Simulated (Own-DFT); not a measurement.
## Calculated data, GaN (wurtzite, strained, atoms displaced)

All values are calculated (Own-DFT development build). A calculation, not a measurement: plane-wave PBE density functional theory by an unreviewed code, no spin, of a simulated periodic cell, stress positive in tension, free energy of the whole cell less one offset for each atom, forces on such cells passed a denser k mesh, this cell's mesh not checked; offsets are fitted by least squares, one for each functional and potential file, so energies compare only between cells with the same atoms and settings and are not formation energies; the far tail of each file's local potential was reset to the Coulomb form; each entry is a single point on an unrelaxed cell, so the pressure reflects the starting lattice, mostly measured values (interpolated for alloys), from which strain is counted, and rises with the displacements; printed positions are rounded, which can move forces by about a meV/angstrom; the program, named Own-DFT, is a retired in-house code; no spin-orbit coupling.

Settings shared by all entries: functional PBE; potential files PseudoDojo norm-conserving, scalar-relativistic, standard set with the stringent files for Ga; wave cutoff 96 hartree; occupations Gaussian; smearing width 0.01 eV; k mesh 3 x 4 x 3 centred on Gamma.

(1) 
```cif
# cell vector a (Å): 12.7560 0.0000 0.0000
# cell vector b (Å): -4.7835 8.2853 0.0000
# cell vector c (Å): 0.0000 0.0000 10.2144
data_GaN
_symmetry_space_group_name_H-M 'P 1'
_symmetry_Int_Tables_number 1
_cell_length_a 12.7560
_cell_length_b 9.5670
_cell_length_c 10.2144
_cell_angle_alpha 90.000
_cell_angle_beta 90.000
_cell_angle_gamma 120.000
_cell_volume 1079.53
loop_
_atom_site_label
_atom_site_type_symbol
_atom_site_fract_x
_atom_site_fract_y
_atom_site_fract_z
_atom_site_occupancy
Ga1 Ga 0.08260 0.22501 0.00359 1
Ga2 Ga 0.17111 0.11724 0.24938 1
N1 N 0.07906 0.23308 0.18884 1
N2 N 0.16171 0.10412 0.44211 1
Ga3 Ga 0.08582 0.22244 0.49729 1
Ga4 Ga 0.17318 0.10958 0.75073 1
N3 N 0.08497 0.21736 0.68847 1
N4 N 0.16691 0.10496 0.93891 1
Ga5 Ga 0.08497 0.55235 0.00000 1
Ga6 Ga 0.16298 0.44223 0.24122 1
N5 N 0.08750 0.56037 0.18411 1
N6 N 0.15839 0.44153 0.43773 1
Ga7 Ga 0.08875 0.56432 0.50337 1
Ga8 Ga 0.16310 0.44071 0.74483 1
N7 N 0.08796 0.56384 0.68354 1
N8 N 0.15562 0.44517 0.93878 1
Ga9 Ga 0.08468 0.88179 0.00854 1
Ga10 Ga 0.17237 0.77868 0.24539 1
N9 N 0.07871 0.88538 0.18517 1
N10 N 0.16721 0.77695 0.43484 1
Ga11 Ga 0.08413 0.88276 0.49404 1
Ga12 Ga 0.16723 0.76400 0.74915 1
N11 N 0.08082 0.88093 0.68482 1
N12 N 0.16274 0.77465 0.94363 1
Ga13 Ga 0.33316 0.21980 0.99768 1
Ga14 Ga 0.41649 0.10890 0.25576 1
N13 N 0.32597 0.22131 0.17795 1
N14 N 0.42212 0.11411 0.44259 1
Ga15 Ga 0.33639 0.21656 0.51093 1
Ga16 Ga 0.42346 0.11268 0.75513 1
N15 N 0.33596 0.22933 0.67551 1
N16 N 0.41528 0.11378 0.93756 1
Ga17 Ga 0.33414 0.56237 0.00461 1
Ga18 Ga 0.42643 0.44854 0.25071 1
N17 N 0.33378 0.56457 0.19504 1
N18 N 0.41601 0.45353 0.44566 1
Ga19 Ga 0.33081 0.56565 0.49526 1
Ga20 Ga 0.41968 0.43595 0.74898 1
N19 N 0.32924 0.55306 0.69185 1
N20 N 0.41137 0.42946 0.93648 1
Ga21 Ga 0.34339 0.89519 0.99742 1
Ga22 Ga 0.42002 0.77949 0.24208 1
N21 N 0.32286 0.87603 0.19352 1
N22 N 0.41975 0.78213 0.43875 1
Ga23 Ga 0.33585 0.89359 0.50025 1
Ga24 Ga 0.41259 0.77502 0.75410 1
N23 N 0.33538 0.88375 0.68989 1
N24 N 0.41608 0.78304 0.94014 1
Ga25 Ga 0.58479 0.23137 0.00151 1
Ga26 Ga 0.66326 0.10627 0.25234 1
N25 N 0.58169 0.21107 0.18075 1
N26 N 0.67099 0.10671 0.43135 1
Ga27 Ga 0.58231 0.21951 0.48837 1
Ga28 Ga 0.67196 0.11629 0.74082 1
N27 N 0.58768 0.23041 0.68546 1
N28 N 0.67174 0.11056 0.93268 1
Ga29 Ga 0.57979 0.55288 0.00303 1
Ga30 Ga 0.66737 0.43860 0.25552 1
N29 N 0.57973 0.55551 0.18466 1
N30 N 0.67336 0.44364 0.43935 1
Ga31 Ga 0.57389 0.55184 0.49483 1
Ga32 Ga 0.66915 0.45065 0.75008 1
N31 N 0.58554 0.55154 0.69616 1
N32 N 0.66584 0.44965 0.93114 1
Ga33 Ga 0.58662 0.89181 0.00305 1
Ga34 Ga 0.66866 0.78003 0.25362 1
N33 N 0.57960 0.89653 0.18216 1
N34 N 0.66963 0.77578 0.43981 1
Ga35 Ga 0.58309 0.88628 0.50347 1
Ga36 Ga 0.66603 0.77805 0.74860 1
N35 N 0.58741 0.88869 0.68433 1
N36 N 0.66788 0.77571 0.93354 1
Ga37 Ga 0.83697 0.23322 0.99721 1
Ga38 Ga 0.92341 0.11628 0.25003 1
N37 N 0.84273 0.22437 0.19143 1
N38 N 0.91557 0.10989 0.43766 1
Ga39 Ga 0.83086 0.22323 0.49880 1
Ga40 Ga 0.91155 0.09729 0.75544 1
N39 N 0.83417 0.22248 0.68065 1
N40 N 0.92409 0.11664 0.94259 1
Ga41 Ga 0.83129 0.55057 0.00188 1
Ga42 Ga 0.91650 0.45985 0.24541 1
N41 N 0.83428 0.56431 0.18359 1
N42 N 0.91696 0.43965 0.42939 1
Ga43 Ga 0.83841 0.56553 0.49234 1
Ga44 Ga 0.91686 0.44307 0.74744 1
N43 N 0.83092 0.55339 0.69469 1
N44 N 0.91684 0.43996 0.93126 1
Ga45 Ga 0.83242 0.88458 0.00297 1
Ga46 Ga 0.91297 0.77489 0.25513 1
N45 N 0.83727 0.88556 0.18593 1
N46 N 0.91592 0.77628 0.43722 1
Ga47 Ga 0.83843 0.88994 0.49803 1
Ga48 Ga 0.91447 0.79102 0.75489 1
N47 N 0.83599 0.88857 0.69135 1
N48 N 0.92098 0.77884 0.93399 1
_calc_free_energy_of_cell_above_offsets '-2.498'  # eV
_calc_pressure 10.67  # GPa
_calc_stress_xx -7.23  # GPa
_calc_stress_yy -8.27  # GPa
_calc_stress_zz -16.51  # GPa
_calc_stress_yz 0.09  # GPa
_calc_stress_xz 0.43  # GPa
_calc_stress_xy -0.43  # GPa
```

Force:
| element | x (eV/Å) | y (eV/Å) | z (eV/Å) |
| --- | --- | --- | --- |
| Ga | 1.244 | -0.212 | -1.085 |
| Ga | -1.435 | -1.025 | 0.239 |
| N | 2.636 | -1.557 | -0.245 |
| N | 1.391 | 0.803 | -1.025 |
| Ga | -0.778 | -0.151 | 0.692 |
| Ga | -1.028 | -0.789 | -0.397 |
| N | -0.519 | -0.092 | 0.2 |
| N | -0.411 | 0.5 | 0.319 |
| Ga | -2.149 | 1.297 | 0.025 |
| Ga | -0.04 | 1.667 | 1.788 |
| N | -1.106 | -0.257 | 0.715 |
| N | 1.312 | 0.625 | -0.442 |
| Ga | -0.828 | -1.359 | -1.831 |
| Ga | 0.171 | -0.507 | 0.559 |
| N | -0.32 | -2.759 | 0.722 |
| N | 3.547 | -0.699 | -0.792 |
| Ga | -0.903 | 0.669 | -2.451 |
| Ga | -3.293 | -1.355 | 0.739 |
| N | 0.359 | 0.534 | 2.74 |
| N | 0.694 | 0.64 | 0.052 |
| Ga | -0.435 | 0.369 | 1.101 |
| Ga | -1.443 | 3.053 | 1.36 |
| N | 0.552 | 0.542 | 0.29 |
| N | 1.863 | 0.164 | -0.969 |
| Ga | -1.014 | -0.848 | -0.534 |
| Ga | -0.837 | -0.44 | -1.634 |
| N | 2.082 | 0.769 | 2.61 |
| N | -1.285 | -0.42 | -0.87 |
| Ga | -1.367 | 0.489 | -5.652 |
| Ga | -0.267 | -0.097 | -1.694 |
| N | 0.731 | -1.335 | 5.959 |
| N | 1.139 | -0.125 | 0.576 |
| Ga | -0.196 | -1.378 | -0.91 |
| Ga | -2.862 | -1.126 | 0.492 |
| N | 1.015 | -1.78 | -0.807 |
| N | -0.462 | -1.868 | -1.505 |
| Ga | -0.306 | -1.24 | 0.817 |
| Ga | -1.268 | 1.504 | -0.027 |
| N | 0.979 | 0.25 | -0.349 |
| N | -0.496 | 2.483 | 0.369 |
| Ga | -2.78 | -0.328 | 0.925 |
| Ga | -1.036 | 0.454 | 1.594 |
| N | 3.45 | 3.381 | -1.53 |
| N | -0.257 | 0.544 | -0.689 |
| Ga | 0.056 | -1.004 | 0.056 |
| Ga | 1.488 | -0.396 | -0.897 |
| N | -0.797 | 1.262 | -0.101 |
| N | 1.67 | -0.744 | 0.112 |
| Ga | 0.824 | -0.68 | -2.151 |
| Ga | 1.829 | 1.102 | -1.588 |
| N | -0.94 | 1.187 | 2.125 |
| N | -1.452 | -0.211 | 1.598 |
| Ga | 2.01 | 0.743 | 2.053 |
| Ga | -0.678 | -0.311 | 0.764 |
| N | -0.126 | -1.05 | -0.439 |
| N | -1.038 | 0.403 | 0.355 |
| Ga | 0.052 | 0.207 | -1.938 |
| Ga | -0.254 | 0.316 | -1.454 |
| N | 1.877 | 0.548 | 1.215 |
| N | -1.717 | 0.018 | -0.234 |
| Ga | 2.454 | 0.751 | 1.717 |
| Ga | 0.873 | -0.743 | -1 |
| N | -1.32 | 1.026 | -1.872 |
| N | 0.269 | -0.498 | 2.465 |
| Ga | 0.448 | 0.287 | -2.212 |
| Ga | 0.003 | 0.434 | -0.928 |
| N | 1.63 | -1.099 | 1.406 |
| N | -0.349 | -0.039 | 0.118 |
| Ga | 0.298 | 0.137 | -1.172 |
| Ga | 0.32 | -0.466 | -0.356 |
| N | -0.961 | 0.059 | 1.32 |
| N | -0.643 | 0.024 | 1.431 |
| Ga | 0.648 | -2.019 | 0.941 |
| Ga | -1.279 | -1.128 | 0.337 |
| N | -2.36 | 0.533 | -0.768 |
| N | 0.345 | -0.116 | 0.336 |
| Ga | 1.21 | 0.237 | -1.223 |
| Ga | 0.411 | 2.54 | -0.44 |
| N | 0.89 | -0.073 | 1.275 |
| N | -1.565 | -1.308 | -0.305 |
| Ga | 0.171 | 0.933 | -2.292 |
| Ga | 2.073 | -1.729 | -0.075 |
| N | -0.779 | -1.209 | 0.841 |
| N | -0.45 | 1.481 | 1.378 |
| Ga | 0.885 | -2.084 | 2.298 |
| Ga | -0.323 | 0.495 | -0.875 |
| N | 0.735 | 1.168 | -1.498 |
| N | -0.441 | 1.492 | 1.062 |
| Ga | 0.6 | 0.522 | -1.085 |
| Ga | 0.77 | 1.063 | -1.368 |
| N | -1.399 | 0.505 | 1.18 |
| N | 0.284 | 0.811 | 0.199 |
| Ga | -0.698 | 0.494 | 0.489 |
| Ga | 3.08 | -2.272 | -0.793 |
| N | -2.044 | -0.15 | -1.494 |
| N | -0.632 | -0.444 | 2.044 |

(2) 
```cif
# cell vector a (Å): 12.7560 0.0000 0.0000
# cell vector b (Å): -4.7835 8.2853 0.0000
# cell vector c (Å): 0.0000 0.0000 10.2144
data_GaN
_symmetry_space_group_name_H-M 'P 1'
_symmetry_Int_Tables_number 1
_cell_length_a 12.7560
_cell_length_b 9.5670
_cell_length_c 10.2144
_cell_angle_alpha 90.000
_cell_angle_beta 90.000
_cell_angle_gamma 120.000
_cell_volume 1079.53
loop_
_atom_site_label
_atom_site_type_symbol
_atom_site_fract_x
_atom_site_fract_y
_atom_site_fract_z
_atom_site_occupancy
Ga1 Ga 0.08317 0.21940 0.99841 1
Ga2 Ga 0.17117 0.11199 0.24305 1
N1 N 0.08868 0.22845 0.19325 1
N2 N 0.16361 0.10112 0.44433 1
Ga3 Ga 0.08507 0.21218 0.49806 1
Ga4 Ga 0.16753 0.10487 0.74902 1
N3 N 0.07853 0.23380 0.68865 1
N4 N 0.16589 0.11985 0.93618 1
Ga5 Ga 0.07771 0.55359 0.00082 1
Ga6 Ga 0.15742 0.43899 0.25658 1
N5 N 0.08947 0.55487 0.19084 1
N6 N 0.16856 0.46593 0.44409 1
Ga7 Ga 0.08801 0.56544 0.48593 1
Ga8 Ga 0.16781 0.44966 0.74876 1
N7 N 0.08126 0.55509 0.68892 1
N8 N 0.16799 0.43402 0.93923 1
Ga9 Ga 0.07849 0.87830 0.01600 1
Ga10 Ga 0.16699 0.77873 0.24477 1
N9 N 0.09127 0.89474 0.19640 1
N10 N 0.16376 0.77234 0.43713 1
Ga11 Ga 0.07870 0.88628 0.50025 1
Ga12 Ga 0.16608 0.78620 0.75352 1
N11 N 0.08335 0.88913 0.68816 1
N12 N 0.16358 0.77596 0.93009 1
Ga13 Ga 0.33400 0.22455 0.00157 1
Ga14 Ga 0.41607 0.12171 0.25873 1
N13 N 0.33276 0.22407 0.18952 1
N14 N 0.42170 0.12187 0.44262 1
Ga15 Ga 0.32527 0.22452 0.49874 1
Ga16 Ga 0.41474 0.10306 0.74296 1
N15 N 0.33684 0.23141 0.69558 1
N16 N 0.41899 0.10754 0.93045 1
Ga17 Ga 0.33592 0.55166 0.00456 1
Ga18 Ga 0.40711 0.45007 0.25052 1
N17 N 0.33237 0.55681 0.18274 1
N18 N 0.41875 0.44568 0.44078 1
Ga19 Ga 0.34103 0.56251 0.49544 1
Ga20 Ga 0.41270 0.43775 0.74051 1
N19 N 0.34187 0.56738 0.68508 1
N20 N 0.41577 0.44008 0.93481 1
Ga21 Ga 0.33210 0.89614 0.00339 1
Ga22 Ga 0.42414 0.77872 0.25435 1
N21 N 0.33260 0.88650 0.19358 1
N22 N 0.41774 0.77729 0.43871 1
Ga23 Ga 0.33161 0.88369 0.49974 1
Ga24 Ga 0.42519 0.79633 0.73884 1
N23 N 0.33824 0.89219 0.68955 1
N24 N 0.41966 0.78165 0.93638 1
Ga25 Ga 0.58194 0.22203 0.99911 1
Ga26 Ga 0.66411 0.10587 0.25147 1
N25 N 0.57539 0.21588 0.17764 1
N26 N 0.67123 0.10902 0.44115 1
Ga27 Ga 0.58151 0.22031 0.50173 1
Ga28 Ga 0.66881 0.11123 0.75481 1
N27 N 0.58722 0.22591 0.69034 1
N28 N 0.65996 0.09949 0.93359 1
Ga29 Ga 0.58955 0.55588 0.99772 1
Ga30 Ga 0.67019 0.44683 0.25463 1
N29 N 0.58222 0.56208 0.18859 1
N30 N 0.66656 0.43295 0.44080 1
Ga31 Ga 0.58310 0.55858 0.50360 1
Ga32 Ga 0.66357 0.43478 0.74655 1
N31 N 0.57654 0.55123 0.68343 1
N32 N 0.67400 0.44746 0.93908 1
Ga33 Ga 0.58840 0.89093 0.99490 1
Ga34 Ga 0.66216 0.77645 0.24563 1
N33 N 0.58777 0.89474 0.19227 1
N34 N 0.66993 0.77973 0.44059 1
Ga35 Ga 0.59283 0.89574 0.50338 1
Ga36 Ga 0.66636 0.77715 0.74911 1
N35 N 0.58650 0.88128 0.68780 1
N36 N 0.67118 0.77691 0.94027 1
Ga37 Ga 0.83496 0.22681 0.00243 1
Ga38 Ga 0.91826 0.11489 0.25030 1
N37 N 0.83929 0.23135 0.18616 1
N38 N 0.92023 0.11216 0.44074 1
Ga39 Ga 0.83411 0.21549 0.50092 1
Ga40 Ga 0.91528 0.11430 0.75010 1
N39 N 0.83568 0.22227 0.68419 1
N40 N 0.91629 0.10756 0.94120 1
Ga41 Ga 0.82609 0.54516 0.99281 1
Ga42 Ga 0.91411 0.44263 0.25345 1
N41 N 0.82909 0.55822 0.19640 1
N42 N 0.91899 0.44161 0.43730 1
Ga43 Ga 0.83490 0.55924 0.49572 1
Ga44 Ga 0.91849 0.44047 0.75633 1
N43 N 0.83589 0.56132 0.69281 1
N44 N 0.90951 0.43436 0.92820 1
Ga45 Ga 0.83201 0.89526 0.99826 1
Ga46 Ga 0.91883 0.78458 0.24680 1
N45 N 0.83388 0.89498 0.19590 1
N46 N 0.91433 0.77459 0.43366 1
Ga47 Ga 0.83816 0.90191 0.49025 1
Ga48 Ga 0.92607 0.78802 0.74881 1
N47 N 0.83216 0.88355 0.68657 1
N48 N 0.90362 0.77559 0.93747 1
_calc_free_energy_of_cell_above_offsets '-2.715'  # eV
_calc_pressure 10.44  # GPa
_calc_stress_xx -7.31  # GPa
_calc_stress_yy -10.21  # GPa
_calc_stress_zz -13.8  # GPa
_calc_stress_yz 0.31  # GPa
_calc_stress_xz -0.2  # GPa
_calc_stress_xy 0.18  # GPa
```

Force:
| element | x (eV/Å) | y (eV/Å) | z (eV/Å) |
| --- | --- | --- | --- |
| Ga | -0.644 | 0.403 | 0.383 |
| Ga | -1.005 | 0.75 | 1.254 |
| N | -0.203 | -1.449 | -0.302 |
| N | 0.102 | 0.813 | -1.542 |
| Ga | -1.371 | 2.313 | 1.067 |
| Ga | -1.139 | 1.838 | 0.296 |
| N | 1.906 | -1.673 | -0.553 |
| N | 1.503 | -2.188 | 0.842 |
| Ga | 1.518 | -0.572 | -0.721 |
| Ga | 1.882 | 0.999 | 0.014 |
| N | -2.524 | 0.546 | -0.935 |
| N | 3.566 | -3.268 | -1.173 |
| Ga | -2.229 | -1.587 | 3.267 |
| Ga | 0.634 | 0.862 | -0.132 |
| N | 0.071 | 1.24 | -0.277 |
| N | -1.2 | 1.699 | 0.128 |
| Ga | -0.853 | 0.857 | -3.389 |
| Ga | 1.313 | -0.647 | 1.164 |
| N | -1.269 | -0.821 | -0.157 |
| N | -0.307 | 3.126 | -0.416 |
| Ga | 0.598 | -1.314 | -0.376 |
| Ga | 1.062 | -1.832 | -2.142 |
| N | 0.659 | 0.753 | -0.539 |
| N | -0.297 | 0.164 | 3.341 |
| Ga | 0.335 | -0.306 | -1.267 |
| Ga | 0.91 | -1.155 | -1.261 |
| N | 0.179 | 0.568 | 0.186 |
| N | -1.21 | -1.438 | 0.492 |
| Ga | 1.797 | 0.176 | 0.967 |
| Ga | -0.109 | 2.294 | 0.623 |
| N | -0.127 | -3.682 | -1.974 |
| N | -1.131 | 0.699 | 0.84 |
| Ga | -0.459 | 0.827 | -2.689 |
| Ga | 2.269 | -0.408 | -0.093 |
| N | -0.98 | 0.475 | 2.297 |
| N | -0.57 | -0.34 | -0.803 |
| Ga | -1.205 | -0.657 | 1.137 |
| Ga | -0.561 | 3.047 | 1.821 |
| N | -0.784 | -0.577 | 0.185 |
| N | 0.867 | 0.662 | 0.33 |
| Ga | 1.332 | -1.126 | -0.345 |
| Ga | -1.378 | 0.022 | -1.265 |
| N | 0.218 | 0.934 | -0.038 |
| N | 0.634 | 1.38 | 0.375 |
| Ga | -0.279 | 0.607 | -0.646 |
| Ga | 0.719 | -2.75 | 2.2 |
| N | -1.891 | -0.524 | -1.233 |
| N | -0.388 | -0.264 | 0.186 |
| Ga | 0.151 | -0.363 | -1.484 |
| Ga | -0.18 | 1.65 | -0.276 |
| N | 0.911 | 0.723 | 2.833 |
| N | -0.995 | 0.554 | -0.483 |
| Ga | 1.195 | -0.076 | 0.258 |
| Ga | 0.324 | -0.052 | -1.919 |
| N | -0.113 | -2.09 | -0.335 |
| N | 0.74 | 2.319 | 1.567 |
| Ga | -1.215 | -0.392 | 0.098 |
| Ga | -1.772 | -0.835 | -0.617 |
| N | 0.243 | -1.488 | 0.143 |
| N | -0.715 | 1.546 | 0.009 |
| Ga | 1.093 | -0.187 | -1.355 |
| Ga | -0.012 | 2.697 | 0.145 |
| N | 1.377 | 0.196 | 1.709 |
| N | -2.573 | -2.043 | -0.963 |
| Ga | -0.982 | -1.629 | 0.735 |
| Ga | 1.045 | 0.372 | 1.005 |
| N | -0.237 | -0.649 | -1.14 |
| N | -0.205 | -0.25 | -0.67 |
| Ga | -0.578 | -1.167 | -0.611 |
| Ga | 1.249 | -1.089 | 0.137 |
| N | -0.585 | 2.074 | 0.029 |
| N | -1.043 | -0.088 | -0.39 |
| Ga | -0.098 | -1.544 | -0.828 |
| Ga | 0.163 | 0.218 | -0.233 |
| N | -0.678 | -1.18 | 0.679 |
| N | 0.077 | 1.251 | -1.068 |
| Ga | -0.045 | 1.613 | -0.282 |
| Ga | 0.528 | -0.943 | -0.078 |
| N | -0.976 | -0.19 | 1.167 |
| N | -0.666 | 1.321 | -0.209 |
| Ga | 1.818 | 2.252 | 1.407 |
| Ga | 0.017 | 1.063 | -0.424 |
| N | 1.76 | 0.301 | -1.72 |
| N | -0.576 | -0.027 | 0.53 |
| Ga | 0.372 | -1.01 | 1.225 |
| Ga | -0.4 | 0.86 | -4.333 |
| N | 0.199 | -0.567 | -0.621 |
| N | 0.316 | 1.059 | 3.984 |
| Ga | 0.449 | -0.665 | 1.01 |
| Ga | -0.375 | -0.54 | 0.1 |
| N | 0.098 | -0.166 | -1.003 |
| N | 0.103 | 1.039 | 0.484 |
| Ga | 0.221 | -2.778 | 1.543 |
| Ga | -2.06 | -1.582 | 0.484 |
| N | 0.067 | 1.165 | -0.327 |
| N | 2.598 | -0.156 | 0.957 |
